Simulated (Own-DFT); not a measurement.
Hf36O71 (tetragonal hafnia with one neutral oxygen vacancy, atoms displaced) (calculated)

A calculation, not a measurement: plane-wave PBE and HSE06 DFT by an unreviewed code, no spin, of a simulated cell at Gamma alone, so results move with cell size and shape, stress positive in tension, energies less offsets, not probed for a lower state with spin; hafnium file: forces about 75 meV/angstrom off all-electron values; oxygen file: force components 24 meV/angstrom off all-electron in a glass; k mesh not checked against a denser one; forces and stress are PBE's, HSE06 gives the energy alone, and its difference from PBE has offsets of its own; offsets are fitted by least squares, one for each functional and potential file, so energies compare only between cells with the same atoms and settings and are not formation energies; the far tail of each file's local potential was reset to the Coulomb form; each entry is a single point on an unrelaxed cell, so the pressure reflects the starting lattice, taken from the Materials Project, from which strain is counted, and rises with the displacements; printed positions are rounded, which can move forces by about a meV/angstrom; the program is a retired in-house code; no spin-orbit coupling. Program: Own-DFT development build.

Common to all runs: first functional PBE; second functional HSE06; exact exchange share 0.25; screening 0.11 1/bohr; exchange divergence Gygi-Baldereschi; potential files PseudoDojo norm-conserving, scalar-relativistic, made for PBE, standard set; wave cutoff 48 hartree; occupations fixed; k mesh 1 x 1 x 1 centred on Gamma.

(1) Hf36O71 (tetragonal hafnia with one neutral oxygen vacancy, atoms displaced)

```cif
# cell vector a (Å): 10.7800 0.0000 0.0000
# cell vector b (Å): 0.0000 10.7800 0.0000
# cell vector c (Å): 0.0000 0.0000 10.4493
data_Hf36O71
_symmetry_space_group_name_H-M 'P 1'
_symmetry_Int_Tables_number 1
_cell_length_a 10.7800
_cell_length_b 10.7800
_cell_length_c 10.4493
_cell_angle_alpha 90.000
_cell_angle_beta 90.000
_cell_angle_gamma 90.000
_cell_volume 1214.30
loop_
_atom_site_label
_atom_site_type_symbol
_atom_site_fract_x
_atom_site_fract_y
_atom_site_fract_z
_atom_site_occupancy
Hf1 Hf 0.00060 0.00344 0.00474 1
Hf2 Hf 0.16733 0.16699 0.24869 1
O1 O 0.00077 0.16853 0.15200 1
O2 O 0.16686 0.99809 0.34622 1
O3 O 0.99725 0.16202 0.39975 1
O4 O 0.16765 0.99735 0.09911 1
Hf3 Hf 0.99977 0.00255 0.49609 1
Hf4 Hf 0.16256 0.16591 0.74991 1
O5 O 0.99986 0.16904 0.65357 1
O6 O 0.16624 0.99772 0.85131 1
O7 O 0.00343 0.16670 0.90764 1
O8 O 0.16791 0.00441 0.59829 1
Hf5 Hf 0.99861 0.33417 0.00200 1
Hf6 Hf 0.17006 0.50136 0.25017 1
O9 O 0.00315 0.49890 0.15341 1
O10 O 0.16618 0.33322 0.34670 1
O11 O 0.00343 0.50170 0.40506 1
O12 O 0.17006 0.32909 0.09444 1
Hf7 Hf 0.00046 0.32728 0.50146 1
Hf8 Hf 0.16188 0.50263 0.74977 1
O13 O 0.16763 0.33471 0.85265 1
O14 O 0.00043 0.49635 0.89644 1
O15 O 0.16647 0.33064 0.59758 1
Hf9 Hf 0.00391 0.66731 0.00001 1
Hf10 Hf 0.16473 0.83443 0.24864 1
O16 O 0.00225 0.83312 0.16016 1
O17 O 0.16122 0.66543 0.34752 1
O18 O 0.00140 0.83409 0.40370 1
O19 O 0.16416 0.66181 0.09520 1
Hf11 Hf 0.99817 0.66391 0.49425 1
Hf12 Hf 0.16268 0.83673 0.74845 1
O20 O 0.00155 0.83163 0.64808 1
O21 O 0.16472 0.66875 0.84916 1
O22 O 0.99896 0.83395 0.90230 1
O23 O 0.16428 0.66949 0.59813 1
Hf13 Hf 0.32750 0.99865 0.99944 1
Hf14 Hf 0.49469 0.16875 0.25277 1
O24 O 0.33578 0.16786 0.14928 1
O25 O 0.50139 0.00045 0.34537 1
O26 O 0.32645 0.16818 0.40404 1
O27 O 0.49612 0.00388 0.10028 1
Hf15 Hf 0.33180 0.99740 0.49990 1
Hf16 Hf 0.50017 0.16884 0.74840 1
O28 O 0.33083 0.16481 0.65360 1
O29 O 0.50171 0.00224 0.85212 1
O30 O 0.32917 0.16259 0.90273 1
O31 O 0.50126 0.00056 0.59535 1
Hf17 Hf 0.33372 0.33940 0.99450 1
Hf18 Hf 0.50157 0.50107 0.25523 1
O32 O 0.33281 0.50122 0.15653 1
O33 O 0.49815 0.33296 0.34580 1
O34 O 0.33567 0.49822 0.39926 1
O35 O 0.49919 0.33639 0.09940 1
Hf19 Hf 0.33207 0.33276 0.49871 1
Hf20 Hf 0.49723 0.50185 0.75054 1
O36 O 0.32904 0.49867 0.65239 1
O37 O 0.50480 0.32929 0.84694 1
O38 O 0.33695 0.50251 0.89897 1
O39 O 0.50290 0.33221 0.59775 1
Hf21 Hf 0.33432 0.66660 0.00108 1
Hf22 Hf 0.50030 0.83242 0.25685 1
O40 O 0.33507 0.83295 0.15116 1
O41 O 0.49909 0.66860 0.34874 1
O42 O 0.33199 0.83494 0.40021 1
O43 O 0.50797 0.66810 0.09676 1
Hf23 Hf 0.32703 0.66733 0.50237 1
Hf24 Hf 0.50269 0.83209 0.74507 1
O44 O 0.32981 0.83541 0.65549 1
O45 O 0.50079 0.66103 0.84695 1
O46 O 0.33383 0.83078 0.90769 1
O47 O 0.49651 0.67008 0.59816 1
Hf25 Hf 0.66242 0.99651 0.99733 1
Hf26 Hf 0.83581 0.16773 0.25104 1
O48 O 0.66609 0.16410 0.15932 1
O49 O 0.83526 0.00199 0.35081 1
O50 O 0.66634 0.16763 0.40101 1
O51 O 0.83385 0.00212 0.09934 1
Hf27 Hf 0.66113 0.00056 0.49787 1
Hf28 Hf 0.82944 0.16734 0.75057 1
O52 O 0.66617 0.17146 0.65515 1
O53 O 0.83604 0.00269 0.85144 1
O54 O 0.67355 0.16819 0.90752 1
O55 O 0.83511 0.00071 0.60058 1
Hf29 Hf 0.66575 0.33364 0.99910 1
Hf30 Hf 0.83277 0.49634 0.24867 1
O56 O 0.67011 0.50101 0.15071 1
O57 O 0.83169 0.33109 0.34923 1
O58 O 0.66277 0.50175 0.39997 1
O59 O 0.83204 0.33237 0.09828 1
Hf31 Hf 0.66802 0.33086 0.50252 1
Hf32 Hf 0.83237 0.49779 0.75001 1
O60 O 0.66909 0.49877 0.65385 1
O61 O 0.83064 0.32867 0.84587 1
O62 O 0.66149 0.50179 0.90134 1
O63 O 0.83613 0.33231 0.60034 1
Hf33 Hf 0.66693 0.67130 0.99986 1
Hf34 Hf 0.83179 0.83200 0.25069 1
O64 O 0.67240 0.82850 0.14860 1
O65 O 0.83608 0.66598 0.34479 1
O66 O 0.67237 0.83358 0.40026 1
O67 O 0.83473 0.66464 0.09915 1
Hf35 Hf 0.66473 0.66660 0.50115 1
Hf36 Hf 0.83242 0.83057 0.75218 1
O68 O 0.66636 0.83393 0.65463 1
O69 O 0.83520 0.66778 0.85077 1
O70 O 0.66206 0.83228 0.90318 1
O71 O 0.83030 0.66666 0.59970 1
```

- PBE energy of cell above offsets: -101.206 eV
- HSE06 less PBE above offsets: -0.155 eV
- PBE pressure: 0.66 GPa
- PBE stress xx: -0.23 GPa
- PBE stress yy: -0.58 GPa
- PBE stress zz: -1.15 GPa
- PBE stress yz: -0.21 GPa
- PBE stress xz: -0.02 GPa
- PBE stress xy: 0.04 GPa

Force:
```tsv
element	x (eV/Å)	y (eV/Å)	z (eV/Å)
Hf	-0.782	-0.394	-0.555
Hf	0.623	0.23	-0.372
O	0.233	-0.077	0.154
O	0.107	0.449	0.168
O	0.42	1.096	-0.058
O	-0.484	0.136	0.441
Hf	-0.621	-1.346	0.824
Hf	0.82	0.234	0.837
O	-0.288	-0.01	-0.271
O	-0.112	0.233	-0.431
O	0.074	0.212	-0.436
O	-0.36	-0.202	-0.112
Hf	0.669	-0.169	-0.092
Hf	-0.616	-0.385	0.04
O	-0.39	-0.374	-0.116
O	-0.129	-0.079	0.062
O	-0.329	-1.461	0.443
O	-0.347	0.305	0.32
Hf	0.16	0.765	-0.17
Hf	-0.609	-0.345	0.138
O	0.137	0.254	-1.084
O	-0.158	0.572	0.152
O	-0.273	0.383	0.023
Hf	-1.202	-0.187	-0.448
Hf	0.634	-0.107	0.358
O	-0.549	-0.08	-1.037
O	0.689	0.337	0.082
O	0.013	0.116	-0.087
O	0.96	0.239	0.403
Hf	-0.297	0.956	0.78
Hf	-0.449	-0.372	0.482
O	-0.604	0.218	0.73
O	0.048	-0.34	-0.347
O	0.024	0.123	0.418
O	0.024	-0.695	-0.062
Hf	1.388	0.273	0.127
Hf	0.997	-0.334	-1.457
O	-0.914	-0.09	0.702
O	-0.06	-0.149	0.96
O	0.45	-0.651	-0.171
O	0.558	-0.544	-0.423
Hf	-0.428	0.713	0.217
Hf	-0.9	-0.517	0.598
O	0.652	0.238	-0.048
O	0.266	-0.397	-1.077
O	0.182	1.032	-0.117
O	-0.543	-0.23	0.302
Hf	-0.058	-1.597	0.575
Hf	0.418	-0.382	-1.107
O	0.533	0.267	-0.743
O	-0.038	0.241	0.69
O	-0.189	0.69	0.669
O	0.081	0.102	-0.405
Hf	0.198	0.164	0.414
Hf	0.514	-0.776	0.009
O	0.342	0.171	-0.225
O	-0.484	0.61	0.032
O	0.038	-0.043	0.195
O	-0.814	0.014	-0.267
Hf	0.491	0.419	0.283
Hf	0.007	0.348	-1.96
O	-0.165	-0.527	0.642
O	0.028	-0.06	0.387
O	0.225	-0.615	0.48
O	-1.675	-0.126	0.379
Hf	0.197	-0.342	-0.383
Hf	-0.847	0.129	1.481
O	0.633	0.036	-0.5
O	-0.131	1.617	-0.285
O	0.167	-0.011	-0.584
O	0.158	-0.063	-0.051
Hf	-0.024	1.187	1.185
Hf	-1.011	-0.846	-0.503
O	-0.213	0.302	-0.163
O	-0.163	-0.387	-0.299
O	-0.171	-0.168	1.013
O	-0.014	-0.232	-0.092
Hf	1.92	0.317	-0.241
Hf	0.532	-0.964	0.311
O	-0.063	-0.236	-0.54
O	-0.299	-0.773	-0.455
O	-0.351	-0.653	-0.342
O	-0.75	0.092	-0.448
Hf	-0.357	0.338	0.505
Hf	0.09	0.569	-0.355
O	-0.426	-0.254	0.511
O	0.229	0.605	0.299
O	0.112	-0.253	0.529
O	0.279	0.155	0.026
Hf	0.08	0.327	-0.367
Hf	0.647	0.294	0.275
O	-0.781	0.15	-0.386
O	0.217	1.25	0.336
O	0.434	-0.383	0.114
O	-0.179	0.468	-0.288
Hf	0.807	-1.255	0.373
Hf	0.419	0.497	-0.008
O	-1.056	0.542	0.451
O	-0.121	-0.42	0.527
O	-0.55	-0.115	0.365
O	0.525	0.093	-0.36
Hf	0.401	-0.314	-0.136
Hf	1.28	0.793	-0.16
O	0.021	-0.063	-0.487
O	-0.201	-0.457	-0.474
O	0.132	0.234	-0.941
O	0.285	-0.285	-0.289
```

(2) Hf36O71 (tetragonal hafnia with one neutral oxygen vacancy, atoms displaced)

```cif
# cell vector a (Å): 10.7800 0.0000 0.0000
# cell vector b (Å): 0.0000 10.7800 0.0000
# cell vector c (Å): 0.0000 0.0000 10.4493
data_Hf36O71
_symmetry_space_group_name_H-M 'P 1'
_symmetry_Int_Tables_number 1
_cell_length_a 10.7800
_cell_length_b 10.7800
_cell_length_c 10.4493
_cell_angle_alpha 90.000
_cell_angle_beta 90.000
_cell_angle_gamma 90.000
_cell_volume 1214.30
loop_
_atom_site_label
_atom_site_type_symbol
_atom_site_fract_x
_atom_site_fract_y
_atom_site_fract_z
_atom_site_occupancy
Hf1 Hf 0.99452 0.99730 0.00276 1
Hf2 Hf 0.15823 0.16256 0.25705 1
O1 O 0.99880 0.16636 0.15428 1
O2 O 0.16902 0.00778 0.34496 1
O3 O 0.00531 0.16786 0.39504 1
O4 O 0.16714 0.99836 0.09650 1
Hf3 Hf 0.99521 0.98898 0.50018 1
Hf4 Hf 0.16599 0.15923 0.74608 1
O5 O 0.99779 0.16645 0.65520 1
O6 O 0.16691 0.99900 0.85129 1
O7 O 0.99853 0.16487 0.89841 1
O8 O 0.16738 0.98216 0.59619 1
Hf5 Hf 0.99477 0.33308 0.00590 1
Hf6 Hf 0.16947 0.49606 0.24824 1
O9 O 0.00039 0.49763 0.14685 1
O10 O 0.16664 0.32592 0.35434 1
O11 O 0.00581 0.49974 0.39127 1
O12 O 0.16421 0.33088 0.09105 1
Hf7 Hf 0.99300 0.32944 0.49722 1
Hf8 Hf 0.17086 0.50404 0.74948 1
O13 O 0.99980 0.49773 0.65394 1
O14 O 0.16736 0.33224 0.84778 1
O15 O 0.99634 0.49484 0.89816 1
O16 O 0.16078 0.34023 0.60287 1
Hf9 Hf 0.00220 0.66774 0.99554 1
Hf10 Hf 0.15970 0.83609 0.24686 1
O17 O 0.99336 0.82840 0.15416 1
O18 O 0.17095 0.67048 0.35235 1
O19 O 0.99866 0.84104 0.39453 1
O20 O 0.16779 0.66329 0.09912 1
Hf11 Hf 0.99993 0.66771 0.50373 1
Hf12 Hf 0.16580 0.83085 0.75489 1
O21 O 0.00423 0.83357 0.65137 1
O22 O 0.17067 0.66860 0.85209 1
O23 O 0.00122 0.83755 0.90848 1
O24 O 0.17134 0.66013 0.60197 1
Hf13 Hf 0.33167 0.00135 0.99551 1
Hf14 Hf 0.49777 0.16473 0.24582 1
O25 O 0.33326 0.17666 0.14992 1
O26 O 0.49838 0.99896 0.35050 1
O27 O 0.34204 0.16045 0.40011 1
O28 O 0.49583 0.00534 0.09847 1
Hf15 Hf 0.33558 0.99865 0.50045 1
Hf16 Hf 0.50678 0.15884 0.75553 1
O29 O 0.33451 0.16021 0.65375 1
O30 O 0.50707 0.99820 0.84319 1
O31 O 0.32924 0.16793 0.90220 1
O32 O 0.50341 0.99992 0.60128 1
Hf17 Hf 0.33588 0.33023 0.00035 1
Hf18 Hf 0.50794 0.50372 0.25061 1
O33 O 0.33156 0.50374 0.15519 1
O34 O 0.33146 0.50013 0.40324 1
O35 O 0.50147 0.34578 0.09760 1
Hf19 Hf 0.33559 0.33236 0.50136 1
Hf20 Hf 0.49665 0.50391 0.74858 1
O36 O 0.34138 0.49575 0.66116 1
O37 O 0.49795 0.33016 0.83921 1
O38 O 0.33321 0.50242 0.90102 1
O39 O 0.48927 0.33579 0.60038 1
Hf21 Hf 0.33753 0.66770 0.00509 1
Hf22 Hf 0.49645 0.83043 0.25834 1
O40 O 0.34019 0.83799 0.15749 1
O41 O 0.49665 0.66441 0.34743 1
O42 O 0.33532 0.83276 0.41238 1
O43 O 0.50392 0.67647 0.09304 1
Hf23 Hf 0.33635 0.67265 0.49629 1
Hf24 Hf 0.49954 0.83129 0.74215 1
O44 O 0.33756 0.83988 0.64988 1
O45 O 0.51084 0.66551 0.84785 1
O46 O 0.32782 0.84167 0.89968 1
O47 O 0.50264 0.66071 0.59274 1
Hf25 Hf 0.66391 0.99354 0.99601 1
Hf26 Hf 0.83806 0.16912 0.24924 1
O48 O 0.66946 0.16350 0.14345 1
O49 O 0.83676 0.98869 0.35158 1
O50 O 0.66944 0.16355 0.40573 1
O51 O 0.81979 0.00174 0.09294 1
Hf27 Hf 0.67117 0.99429 0.49883 1
Hf28 Hf 0.83125 0.17170 0.75583 1
O52 O 0.66998 0.16593 0.65810 1
O53 O 0.82988 0.00609 0.84298 1
O54 O 0.67053 0.17407 0.90686 1
O55 O 0.82838 0.99726 0.59709 1
Hf29 Hf 0.66634 0.34222 0.00595 1
Hf30 Hf 0.82913 0.50258 0.24544 1
O56 O 0.66334 0.49465 0.15497 1
O57 O 0.84045 0.33979 0.34838 1
O58 O 0.67276 0.49736 0.40732 1
O59 O 0.83814 0.33388 0.09808 1
Hf31 Hf 0.67030 0.32577 0.49572 1
Hf32 Hf 0.83946 0.49822 0.75448 1
O60 O 0.67717 0.50631 0.64862 1
O61 O 0.83696 0.33814 0.85021 1
O62 O 0.66673 0.50186 0.89621 1
O63 O 0.83126 0.33124 0.60248 1
Hf33 Hf 0.66467 0.67139 0.00154 1
Hf34 Hf 0.82970 0.82918 0.24358 1
O64 O 0.66907 0.83263 0.15081 1
O65 O 0.83612 0.66696 0.34948 1
O66 O 0.65934 0.83414 0.39924 1
O67 O 0.83625 0.66447 0.09095 1
Hf35 Hf 0.65989 0.67035 0.50612 1
Hf36 Hf 0.83360 0.82643 0.75554 1
O68 O 0.66829 0.83071 0.65249 1
O69 O 0.83774 0.67224 0.84802 1
O70 O 0.67449 0.84277 0.90230 1
O71 O 0.82719 0.66015 0.59561 1
```

* PBE energy of cell above offsets: -97.000 eV
* HSE06 less PBE above offsets: 0.053 eV
* PBE pressure: 2.14 GPa
* PBE stress xx: -2.43 GPa
* PBE stress yy: -1.59 GPa
* PBE stress zz: -2.38 GPa
* PBE stress yz: -0.03 GPa
* PBE stress xz: -0.51 GPa
* PBE stress xy: 0.13 GPa

Force:
```tsv
element	x (eV/Å)	y (eV/Å)	z (eV/Å)
Hf	0.01	2.139	-0.612
Hf	1.72	2.319	-1.44
O	-0.444	-0.534	-0.705
O	0.13	-2.917	0.859
O	-1.209	-1.126	0.889
O	-0.689	-0.4	0.323
Hf	0.059	2.029	0.877
Hf	-0.107	2.031	0.788
O	0.243	-0.414	-0.937
O	-0.305	-0.262	-0.521
O	-0.098	-0.354	1.335
O	-0.435	0.98	-0.284
Hf	2.269	-0.022	-2.305
Hf	-1.001	-0.225	1.038
O	-0.177	0.303	0.267
O	0.301	0.771	-0.882
O	-0.16	0.524	1.472
O	0.362	0.505	1.021
Hf	1.611	1.112	0.71
Hf	-0.258	-2.364	0.141
O	0.035	1.003	-0.664
O	0.292	0.015	-0.6
O	0.371	1.684	0.627
O	0.776	-0.41	-0.975
Hf	0.394	-1.711	0.414
Hf	0.828	-0.368	0.415
O	1.001	0.436	-0.872
O	-0.196	0.382	-0.693
O	0.976	-2.26	0.388
O	-0.066	0.872	-0.033
Hf	-0.057	-1.306	-0.814
Hf	1.133	1.204	-0.621
O	-1.334	-0.734	0.096
O	-0.616	0.032	0.154
O	-0.082	-0.73	-0.994
O	-0.224	0.456	-0.164
Hf	-0.092	0.867	0.887
Hf	-0.008	-0.141	0.038
O	0.044	-0.145	0.431
O	0.145	-0.103	-0.514
O	0.253	1.357	0.177
O	0.425	-0.193	-0.416
Hf	0.41	1.231	0.919
Hf	-0.572	1.853	-1.223
O	-0.402	-0.316	-0.235
O	-0.306	-1.179	1.032
O	0.57	-0.856	-0.013
O	0.297	-0.349	-0.532
Hf	-1.22	0.123	-0.684
Hf	-2.267	-2.308	0.986
O	1.404	0.401	-0.332
O	0.356	-0.176	0.29
O	-0.183	-0.376	0.28
Hf	-1.606	-0.221	-0.111
Hf	2.58	-1.973	0.408
O	-2.183	0.665	-1.281
O	0.012	0.654	1.085
O	0.422	0.639	0.844
O	2.787	-0.332	-1.328
Hf	-1.134	-0.348	-0.736
Hf	0.966	1.483	-0.685
O	-1.793	-0.605	-0.09
O	0.168	0.32	0.294
O	0.261	0.623	-1.769
O	-0.314	-0.507	0.884
Hf	-1.428	-2.142	0.464
Hf	0.113	0.793	0.772
O	-0.285	-1.181	0.639
O	-0.593	1.595	0.014
O	0.733	-1.907	0.143
O	-1.702	0.602	1.323
Hf	-1.026	3.625	0.881
Hf	-1.643	-0.638	0.11
O	-0.324	1.037	2.041
O	-0.393	1.694	-0.857
O	0.165	-0.158	-0.775
O	3.022	-0.401	0.878
Hf	-0.865	0.651	0.2
Hf	0.674	0.279	0.014
O	-0.75	0.22	-0.765
O	0.38	-1.75	0.429
O	-0.438	-0.464	-0.293
O	1.22	-0.31	-0.114
Hf	0.022	-1.447	-1.562
Hf	2.097	0.271	1.204
O	1.29	0.899	-0.952
O	-0.552	-1.297	-0.159
O	-0.898	0.472	-1.071
O	-2.051	0.042	1.285
Hf	-1.088	1.492	1.613
Hf	-0.923	0.117	-0.965
O	-1.832	-0.442	0.791
O	-0.277	-0.691	0.471
O	0.327	0.322	1.599
O	0.312	-0.167	-0.626
Hf	0.641	-0.069	-1.625
Hf	-0.108	0.131	1.426
O	-1.288	-0.415	-0.208
O	-0.125	0.242	-0.802
O	0.118	-0.747	0.174
O	-0.905	-0.249	0.591
Hf	2.572	-1.513	-0.917
Hf	-0.25	2.442	-1.305
O	-0.198	-0.407	-0.115
O	0.192	-1.222	0.563
O	0.072	-3.452	-0.936
O	1.921	1.4	0.109
```
